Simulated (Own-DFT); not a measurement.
# Strain and stress in grey tin, 64 atoms (Sn64)

All numbers below are calculated, not measured. They come from Own-DFT, an in-house plane-wave density functional program, since retired, whose code no person has reviewed. Each row is one single-point run on a periodic cell that was not relaxed, without spin or spin-orbit coupling.

Settings of every run: PBE; PseudoDojo norm-conserving scalar-relativistic files; cutoff 42 hartree; 3 x 3 x 3 k mesh centred on Gamma; cold (Marzari-Vanderbilt) smearing of 0.2 eV.

Known limits: forces on such cells moved up to 12 meV/angstrom on a denser k mesh; stress not checked against mesh or cutoff.

Unstrained cell vectors in Å: (12.978, 0.000, 0.000); (0.000, 12.978, 0.000); (0.000, 0.000, 12.978). The unstrained cell has measured lattice constants (interpolated for alloys), not those of this functional. That, the random moves and any unrelaxed bonds set the pressure at no strain. Each run strains this cell uniformly, with the atoms carried along. Every atom was also moved at random, by a Gaussian of width 0.05 Å on each axis. Strain is the symmetric tensor, in per cent. Stress is positive in tension, and the pressure is minus a third of its trace.

```
run,e_xx (%),e_yy (%),e_zz (%),s_xx (GPa),s_yy (GPa),s_zz (GPa),P (GPa),E (meV/atom)
1,0.25,0.25,0.00,-3.44,-3.49,-3.53,3.49,13.2
2,-2.50,-2.50,0.00,-6.80,-6.82,-5.97,6.53,54.0
3,-0.50,-0.50,0.00,-4.08,-4.11,-3.99,4.06,3.3
4,-1.50,-1.50,0.00,-5.47,-5.48,-4.97,5.31,33.6
5,-1.00,-1.00,0.00,-4.81,-4.81,-4.51,4.71,22.5
6,0.25,0.25,0.00,-3.31,-3.30,-3.45,3.35,0.0
7,-1.00,-1.00,0.00,-4.87,-4.89,-4.50,4.75,25.8
8,-0.50,-0.50,0.00,-4.20,-4.18,-4.14,4.17,14.1
9,-1.50,-1.50,0.00,-5.47,-5.43,-5.09,5.33,34.4
10,-2.50,-2.50,0.00,-6.88,-6.82,-6.13,6.61,62.0
11,-2.00,-2.00,0.00,?,?,?,?,?
```

E is the free energy for each atom above the lowest run shown.

## Worked fit

The change of volume is close to e_xx + e_yy + e_zz. A straight line through the runs shown gives P = 3.62 - 58 x (fractional change of volume) GPa, with an error of 2 on the slope and a scatter of 0.09 GPa. The strain isn't the same on all axes, but the crystal is cubic, so the slope still estimates the bulk modulus, averaged over pressures from 3.4 to 6.6 GPa.

## Withheld run

Question: what pressure should run 11 give? Its volume changes by -3.96 %.

The line gives 5.9 GPa. The calculation gave 5.90 GPa.
